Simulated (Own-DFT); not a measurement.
# Computed records: SiC (twinned 3C silicon carbide, atoms displaced)

Computed with Own-DFT development build. A calculation, not a measurement: plane-wave PBE density functional theory by an unreviewed code, no spin, of a simulated periodic cell, stress positive in tension, free energy of the whole cell less one offset for each atom, forces on such cells passed a denser k mesh, this cell's mesh not checked; offsets are fitted by least squares, one for each functional and potential file, so energies compare only between cells with the same atoms and settings and are not formation energies; the far tail of each file's local potential was reset to the Coulomb form; each entry is a single point on an unrelaxed cell, so the pressure reflects the starting lattice, mostly measured values (interpolated for alloys), from which strain is counted, and rises with the displacements; printed positions are rounded, which can move forces by about a meV/angstrom; the program, named Own-DFT, is a retired in-house code; no spin-orbit coupling.

### SiC (twinned 3C silicon carbide, atoms displaced)

```cif
# cell vector a (Å): 6.5394 -6.5394 0.0000
# cell vector b (Å): 0.0000 6.5394 -6.5394
# cell vector c (Å): 8.7192 8.7192 8.7192
data_SiC
_symmetry_space_group_name_H-M 'P 1'
_symmetry_Int_Tables_number 1
_cell_length_a 9.2481
_cell_length_b 9.2481
_cell_length_c 15.1021
_cell_angle_alpha 90.000
_cell_angle_beta 90.000
_cell_angle_gamma 120.000
_cell_volume 1118.60
loop_
_atom_site_label
_atom_site_type_symbol
_atom_site_fract_x
_atom_site_fract_y
_atom_site_fract_z
_atom_site_occupancy
Si1 Si 0.99109 0.00025 0.43938 1
C1 C 0.01230 0.01781 0.04993 1
Si2 Si 0.12370 0.22954 0.10036 1
C2 C 0.09797 0.22249 0.22081 1
Si3 Si 0.21385 0.09884 0.26557 1
C3 C 0.22654 0.10333 0.38853 1
Si4 Si 0.98921 0.32941 0.41984 1
C4 C 0.01741 0.34434 0.07395 1
Si5 Si 0.10639 0.54794 0.10305 1
C5 C 0.10665 0.54956 0.22375 1
Si6 Si 0.19563 0.42729 0.26561 1
C6 C 0.24036 0.45334 0.39535 1
Si7 Si 0.99476 0.66061 0.43599 1
C7 C 0.00149 0.67363 0.06262 1
Si8 Si 0.12077 0.87940 0.11129 1
C8 C 0.10501 0.89625 0.23362 1
Si9 Si 0.19949 0.76769 0.27530 1
C9 C 0.22159 0.77744 0.40170 1
Si10 Si 0.33075 0.99794 0.44060 1
C10 C 0.34271 0.00391 0.05961 1
Si11 Si 0.46085 0.23864 0.10650 1
C11 C 0.44586 0.24168 0.22751 1
Si12 Si 0.54987 0.11448 0.27402 1
C12 C 0.54342 0.10199 0.39986 1
Si13 Si 0.32344 0.33226 0.43473 1
C13 C 0.33634 0.31990 0.06661 1
Si14 Si 0.45587 0.57175 0.10945 1
C14 C 0.43704 0.55925 0.22861 1
Si15 Si 0.54333 0.43940 0.27151 1
C15 C 0.55502 0.44873 0.40309 1
Si16 Si 0.32567 0.65766 0.43036 1
C16 C 0.33845 0.68681 0.06272 1
Si17 Si 0.43180 0.87956 0.10224 1
C17 C 0.44142 0.90286 0.22911 1
Si18 Si 0.55278 0.78324 0.27276 1
C18 C 0.55812 0.76396 0.38197 1
Si19 Si 0.66681 0.99744 0.43687 1
C19 C 0.66379 0.01341 0.05808 1
Si20 Si 0.77896 0.20260 0.11571 1
C20 C 0.76654 0.23410 0.22349 1
Si21 Si 0.91653 0.13109 0.27446 1
C21 C 0.90020 0.12315 0.39769 1
Si22 Si 0.67828 0.34226 0.44858 1
C22 C 0.66524 0.34054 0.05749 1
Si23 Si 0.76581 0.54802 0.10753 1
C23 C 0.75207 0.55146 0.22760 1
Si24 Si 0.89701 0.44721 0.27270 1
C24 C 0.87205 0.44730 0.40032 1
Si25 Si 0.67551 0.67587 0.44156 1
C25 C 0.67570 0.70072 0.05433 1
Si26 Si 0.77254 0.91252 0.09593 1
C26 C 0.77342 0.88647 0.21772 1
Si27 Si 0.89072 0.78388 0.27086 1
C27 C 0.89407 0.77593 0.38837 1
Si28 Si 0.99272 0.01511 0.94374 1
C28 C 0.97848 0.97780 0.56598 1
Si29 Si 0.89560 0.78828 0.60541 1
C29 C 0.89369 0.77276 0.72391 1
Si30 Si 0.78162 0.88801 0.76639 1
C30 C 0.78325 0.90484 0.89751 1
Si31 Si 0.03618 0.67037 0.92700 1
C31 C 0.98780 0.63741 0.57399 1
Si32 Si 0.88201 0.42235 0.60593 1
C32 C 0.88036 0.46423 0.72824 1
Si33 Si 0.77181 0.54282 0.77800 1
C33 C 0.78477 0.56757 0.89336 1
Si34 Si 0.99434 0.32730 0.93393 1
C34 C 0.97815 0.32982 0.57573 1
Si35 Si 0.90450 0.10362 0.59455 1
C35 C 0.88145 0.11087 0.73281 1
Si36 Si 0.78726 0.22589 0.76883 1
C36 C 0.78194 0.23393 0.88647 1
Si37 Si 0.67838 0.01361 0.94117 1
C37 C 0.66178 0.98484 0.54659 1
Si38 Si 0.54438 0.78215 0.59684 1
C38 C 0.53316 0.75919 0.72299 1
Si39 Si 0.44932 0.88575 0.77859 1
C39 C 0.43448 0.87835 0.89909 1
Si40 Si 0.65800 0.63936 0.94043 1
C40 C 0.66335 0.65464 0.55335 1
Si41 Si 0.54885 0.44191 0.60463 1
C41 C 0.56853 0.46187 0.73202 1
Si42 Si 0.43886 0.56426 0.77454 1
C42 C 0.46236 0.55778 0.90020 1
Si43 Si 0.67326 0.34571 0.93686 1
C43 C 0.66949 0.34021 0.55532 1
Si44 Si 0.54901 0.10852 0.62159 1
C44 C 0.56066 0.11590 0.74186 1
Si45 Si 0.44793 0.21313 0.75847 1
C45 C 0.44669 0.23348 0.90145 1
Si46 Si 0.30432 0.00259 0.94529 1
C46 C 0.32535 0.99728 0.56898 1
Si47 Si 0.21848 0.78342 0.60107 1
C47 C 0.20603 0.78709 0.72986 1
Si48 Si 0.11987 0.90513 0.77158 1
C48 C 0.12010 0.89594 0.89601 1
Si49 Si 0.34255 0.67223 0.94230 1
C49 C 0.31732 0.66144 0.55737 1
Si50 Si 0.22835 0.44101 0.61042 1
C50 C 0.19674 0.42306 0.73990 1
Si51 Si 0.10719 0.54957 0.76316 1
C51 C 0.12810 0.56760 0.89034 1
Si52 Si 0.32602 0.31779 0.95064 1
C52 C 0.34290 0.35062 0.55837 1
Si53 Si 0.20212 0.11809 0.60175 1
C53 C 0.22554 0.11751 0.72875 1
Si54 Si 0.11646 0.23082 0.76825 1
C54 C 0.10834 0.22352 0.90742 1
```

| Property | Result |
| --- | --- |
| functional | PBE |
| potential files | PseudoDojo norm-conserving, scalar-relativistic, standard set |
| wave cutoff | 42 hartree |
| occupations | Fermi-Dirac |
| smearing width | 0.1 eV |
| hardware | one NVIDIA H200 |
| k mesh | 4 x 4 x 2 centred on Gamma |
| free energy of cell above offsets | 17.975 eV |
| pressure | 11.13 GPa |
| stress xx | -8.46 GPa |
| stress yy | -13.19 GPa |
| stress zz | -11.73 GPa |
| stress yz | 0.86 GPa |
| stress xz | -1.4 GPa |
| stress xy | -3.33 GPa |
| wall time | 628.3 s |

Force:
```
element  x (eV/Å)  y (eV/Å)  z (eV/Å)
     Si     0.594    -3.587     0.059
      C     4.955     5.004     6.583
     Si    -1.368    -0.247     1.017
      C     3.603    -3.285     0.217
     Si     2.984     2.374    -3.725
      C    -0.041     3.683     0.398
     Si      5.16     4.218    -1.363
      C    -5.014    -2.261     1.273
     Si      0.97     2.094    -4.158
      C     1.188     2.852     0.241
     Si     4.857     -0.88    -2.458
      C    -6.514     0.303      1.11
     Si     2.472     2.036     0.649
      C    -0.428    -1.527     1.781
     Si    -1.868     0.618    -3.336
      C    -1.726    -3.649     2.057
     Si     2.384    -1.467    -1.788
      C    -2.076    -0.954    -0.029
     Si     0.679      0.29     0.184
      C      1.15     3.262     1.915
     Si    -1.382    -1.624     2.055
      C    -1.764    -2.109     4.245
     Si    -0.032       0.8    -0.746
      C     1.829    -1.251    -1.971
     Si     2.619    -3.096     0.407
      C     1.563     3.016    -2.274
     Si    -1.475      -1.2    -0.906
      C    -0.282     0.633     1.032
     Si     2.308      3.57    -1.055
      C    -1.014    -1.546    -0.213
     Si     3.189     1.457     -1.41
      C    -2.525    -3.118     5.563
     Si      3.83     3.193    -3.637
      C     -1.15    -0.869     1.949
     Si    -3.226    -3.184    -3.536
      C     4.202      5.31     2.315
     Si    -4.415     -2.22    -2.731
      C    -0.032     1.206     1.748
     Si    -1.597     -0.86    -6.404
      C     4.444      2.34     4.092
     Si    -6.933     1.575     3.471
      C    -2.628     -1.55     2.345
     Si    -8.598     -1.64    -1.396
      C     2.101    -0.694     0.887
     Si     0.627    -0.259    -3.412
      C     4.043    -1.416    -0.745
     Si    -3.914     2.152    -0.357
      C     1.179     -5.58    -1.943
     Si    -3.823    -3.278    -1.065
      C     0.164    -0.497     4.845
     Si      2.64    -3.119      1.34
      C     2.305     2.359     0.204
     Si      -4.4    -0.059    -0.169
      C     1.366     3.201     0.886
     Si    -4.224    -6.034     -1.18
      C     2.115    -2.972    -7.018
     Si    -2.904    -3.358     8.673
      C     1.184     3.274     0.204
     Si     0.406     0.982     1.716
      C    -1.637    -1.726     0.855
     Si    -2.268     8.279    -0.231
      C    -0.592      0.46    -6.228
     Si    -1.881     8.947    -2.282
      C     1.247    -6.276     3.685
     Si    -0.478     2.324    -4.301
      C     2.513    -1.598     1.959
     Si     1.935     1.932    -1.226
      C     2.704    -11.89      1.23
     Si    -2.422     8.433     0.001
      C    -0.033    -3.994     -0.92
     Si    -0.474     1.875    -1.738
      C     1.724     1.873     2.392
     Si     -3.93    -1.004    -1.137
      C     5.136     4.848     2.709
     Si    -0.133    -2.024     2.276
      C      2.02     0.853    -3.557
     Si    -2.284     0.957     0.154
      C     2.017     0.914    -2.458
     Si     3.285     1.716    -4.684
      C     3.419     4.502     0.924
     Si     2.964    -1.214    -1.413
      C    -4.274    -0.453     1.503
     Si     0.526    -1.757     3.686
      C    -5.424     2.364     1.139
     Si    -1.069    -0.758     0.394
      C     4.098      4.97     7.228
     Si    -2.509    -3.376    -3.124
      C     -0.25        -4     0.839
     Si     1.902     7.195    -0.834
      C    -1.573    -2.293     0.715
     Si     4.889    -4.509    -3.109
      C    -0.251     0.877    -2.658
     Si    -0.663     0.484     3.514
      C     2.265    -4.913      0.67
     Si    -1.637     1.051     2.009
      C    -5.044     1.339     0.178
     Si    -0.262    -2.013     0.061
      C     1.605    -0.419     0.329
     Si    -2.428     2.347    -1.436
      C     2.575     -1.07    -8.918
     Si     0.157     4.032    -1.489
      C     0.026      -4.4     3.028
     Si    -1.118    -1.099    -4.307
      C    -2.514     0.562     3.412
     Si     3.002    -2.508     0.787
      C    -1.172      0.27    -1.443
     Si    -0.797    -0.439     8.616
      C    -0.649    -2.076    -3.242
```
